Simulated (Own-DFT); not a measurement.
# Response to strain: wurtzite GaN, 72 atoms (Ga36N36)

Calculated results; nothing here was measured. They come from Own-DFT, an in-house plane-wave density functional program, since retired, whose code no person has reviewed. Each row is one single-point run on a periodic cell that was not relaxed, without spin or spin-orbit coupling.

Settings of every run: PBE; PseudoDojo norm-conserving scalar-relativistic files; cutoff 42 hartree; 4 x 4 x 3 k mesh centred on Gamma; Fermi-Dirac smearing of 0.1 eV.

Known limits: forces not confirmed at this smearing and k mesh; stress not checked against mesh or cutoff.

Unstrained cell vectors in Å: (9.567, 0.000, 0.000); (-4.784, 8.285, 0.000); (0.000, 0.000, 10.370). The unstrained cell has measured lattice constants (interpolated for alloys), not those of this functional. That, the random moves and any unrelaxed bonds set the pressure at no strain. Each run strains this cell uniformly, with the atoms carried along. Every atom was also moved at random, by a Gaussian of width 0.05 Å on each axis. Strain is the symmetric tensor, in per cent. Stress is positive in tension, and the pressure is minus a third of its trace.

| run | e_xx (%) | e_yy (%) | e_zz (%) | s_xx (GPa) | s_yy (GPa) | s_zz (GPa) | P (GPa) | E (meV/atom) |
|---|---|---|---|---|---|---|---|---|
| 1 | 1.25 | 1.25 | 0.00 | -0.98 | -1.52 | -6.60 | 3.03 | 18.7 |
| 2 | -0.25 | -0.25 | 0.00 | -10.88 | -10.08 | -5.55 | 8.83 | 24.7 |
| 3 | 1.00 | 1.00 | 0.00 | -0.43 | -4.26 | -6.67 | 3.79 | 12.1 |
| 4 | -1.00 | -1.00 | 0.00 | -11.83 | -13.23 | -10.03 | 11.70 | 25.4 |
| 5 | 2.75 | 2.75 | 0.00 | 5.45 | 4.01 | -3.50 | -1.99 | 13.8 |
| 6 | 2.50 | 2.50 | 0.00 | 4.92 | 3.71 | -4.10 | -1.51 | 0.0 |
| 7 | -0.50 | -0.50 | 0.00 | -9.41 | -8.61 | -9.69 | 9.24 | 14.8 |
| 8 | 0.50 | 0.50 | 0.00 | -5.71 | -4.44 | -6.91 | 5.69 | 12.7 |
| 9 | 0.75 | 0.75 | 0.00 | ? | ? | ? | ? | ? |

E is the free energy for each atom above the lowest run shown.

## Worked fit

The change of volume is close to e_xx + e_yy + e_zz. A straight line through the runs shown gives P = 7.71 - 181 x (fractional change of volume) GPa, with an error of 4 on the slope and a scatter of 0.31 GPa. The strain isn't the same on all axes and the cell isn't cubic, so the slope belongs to this path and is not the bulk modulus.

## Withheld run

Question: what pressure should run 9 give? Its volume changes by 1.51 %.

The line gives 5.0 GPa. The calculation gave 4.86 GPa.
